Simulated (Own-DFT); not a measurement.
# Response to strain: wurtzite GaN, 96 atoms (Ga48N48)

Everything here is calculated. The program is Own-DFT (plane waves, in-house, since retired, never reviewed by a person); positions were held fixed, and spin and spin-orbit coupling were off.

Settings: PBE; PseudoDojo norm-conserving scalar-relativistic files (stringent for Ga); cutoff 96 hartree; 3 x 4 x 3 k mesh centred on Gamma; Gaussian smearing of 0.01 eV.

Known weak points: forces on such cells passed a denser k mesh, each cell not checked; stress not checked against mesh or cutoff.

Unstrained cell vectors in Å: (12.756, 0.000, 0.000); (-4.783, 8.285, 0.000); (0.000, 0.000, 10.370). The unstrained cell has measured lattice constants (interpolated for alloys), not those of this functional. That, the random moves and any unrelaxed bonds set the pressure at no strain. A uniform strain is put on this cell, atoms riding along. Random moves of width 0.05 Å per axis were added to every atom. Strain is the symmetric tensor, in per cent. Stress is positive in tension, and the pressure is minus a third of its trace.

| run | e_xx (%) | e_yy (%) | e_zz (%) | e_yz (%) | e_xz (%) | e_xy (%) | s_xx (GPa) | s_yy (GPa) | s_zz (GPa) | s_yz (GPa) | s_xz (GPa) | s_xy (GPa) | P (GPa) | E (meV/atom) |
|---|---|---|---|---|---|---|---|---|---|---|---|---|---|---|
| 1 | 1.35 | 0.33 | -1.30 | -0.06 | -0.65 | 1.11 | -1.51 | -6.42 | -13.28 | 0.59 | -1.57 | 3.91 | 7.07 | 25.2 |
| 2 | -0.72 | 0.60 | -0.37 | 0.46 | 0.08 | 1.08 | -10.15 | -5.63 | -8.53 | 0.93 | 0.47 | 3.78 | 8.10 | 12.7 |
| 3 | 1.70 | -0.92 | 0.46 | -0.36 | -1.92 | 0.39 | 0.04 | -10.44 | -4.56 | -0.86 | -3.61 | 1.54 | 4.99 | 7.2 |
| 4 | 0.72 | -1.18 | 0.25 | -1.97 | 0.28 | -1.56 | -4.04 | -12.46 | -7.42 | -4.25 | -0.17 | -4.76 | 7.97 | 30.1 |
| 5 | 0.29 | 0.46 | -1.63 | -0.40 | 0.57 | -0.23 | -7.15 | -4.94 | -16.19 | -1.00 | 1.61 | -1.39 | 9.43 | 26.2 |
| 6 | -1.67 | -1.10 | 1.31 | -1.87 | -0.54 | 0.75 | -14.67 | -14.69 | -2.62 | -4.64 | -0.42 | 3.34 | 10.66 | 28.0 |
| 7 | -1.25 | 1.75 | 1.42 | -0.10 | -0.48 | -1.12 | -8.46 | -0.25 | -1.68 | -0.42 | -1.76 | -2.45 | 3.46 | 2.0 |
| 8 | -0.94 | -1.75 | 0.08 | -0.20 | -0.91 | 0.79 | -13.82 | -16.69 | -8.37 | -1.39 | -1.50 | 2.15 | 12.96 | 36.0 |
| 9 | -1.03 | 1.62 | 0.92 | 1.13 | 0.39 | -0.39 | -9.14 | -1.65 | -2.42 | 2.68 | 0.19 | -0.98 | 4.40 | 4.2 |
| 10 | 1.74 | 1.52 | 0.84 | -1.89 | 0.72 | -0.99 | 2.61 | 0.91 | -2.14 | -3.64 | 0.75 | -2.68 | -0.46 | 0.0 |
| 11 | 0.17 | -0.89 | 0.27 | 1.21 | -1.83 | -2.00 | -8.30 | -10.07 | -7.63 | 1.92 | -4.43 | -5.59 | 8.67 | 34.5 |
| 12 | 0.38 | -1.48 | 1.12 | 0.76 | -0.85 | -0.18 | -5.10 | -12.32 | -3.46 | 0.62 | -1.37 | -1.03 | 6.96 | 5.2 |
| 13 | -1.08 | 1.08 | -1.74 | 0.90 | -1.58 | 1.07 | -11.31 | -4.54 | -17.10 | 1.65 | -3.22 | 2.65 | 10.98 | 28.1 |
| 14 | 0.42 | 0.50 | -1.76 | -0.44 | 0.83 | -0.14 | -6.77 | -5.13 | -14.65 | -1.02 | 1.30 | 0.73 | 8.85 | 15.2 |
| 15 | 0.63 | 0.94 | -1.66 | -1.15 | -0.85 | -0.48 | -4.77 | -4.75 | -13.81 | -2.67 | -1.44 | -2.31 | 7.77 | 25.9 |
| 16 | -1.29 | 0.66 | 1.03 | 0.13 | 0.48 | 0.83 | -11.37 | -4.86 | -2.59 | -0.05 | 1.09 | 0.58 | 6.28 | 7.0 |
| 17 | -0.66 | 1.36 | -0.99 | -1.46 | 1.48 | 1.86 | -10.10 | -2.95 | -10.80 | -2.34 | 2.57 | 6.40 | 7.95 | 18.5 |
| 18 | 1.92 | -1.73 | -0.10 | 0.32 | -1.09 | 0.50 | ? | ? | ? | ? | ? | ? | ? | ? |

E is the free energy for each atom above the lowest run shown.

## What the rows give

Each stress component was fitted by least squares to a constant and the strains of the runs shown, as fractions, with shears doubled. Shear strains stay in the fit of a normal stress only where such slopes are resolved. The slopes, in GPa:

| stress | at no strain | per e_xx | per e_yy | per e_zz | scatter |
|---|---|---|---|---|---|
| s_xx | -7.1 | 447 ± 17 | 113 ± 16 | 98 ± 16 | 0.72 |
| s_yy | -7.7 | 91 ± 20 | 439 ± 19 | 41 ± 19 | 0.85 |
| s_zz | -7.7 | 47 ± 21 | 59 ± 20 | 470 ± 20 | 0.89 |

The slope of each shear stress on twice its own strain, from a fit on all six strains: yz 104 ± 5, xz 96 ± 7, xy 151 ± 14 GPa. These are stiffnesses along x, y and z of the frame in which the cell vectors are given, with the crystal's c axis along z: C11, C12, C13 and C33. Hexagonal symmetry asks that xx and yy behave alike, which is a second check on the noise. The atoms are held to the strained lattice; where symmetry lets them move under strain, relaxing them would lower some slopes. The table should be nearly symmetric about its diagonal, and what it lacks of that shows the noise. A ninth of the table's sum, 201 ± 4 GPa, estimates the bulk modulus near the mean pressure of these runs, 7.4 GPa, so it lies above the value at zero pressure.

## Withheld run

Asked: what normal stresses and pressure should run 18 give?

From the fit: s_xx = -0.6, s_yy = -13.5, s_zz = -8.3 and P = 7.5 GPa. The run itself gave -0.42, -11.94, -9.63 and P = 7.33 GPa.
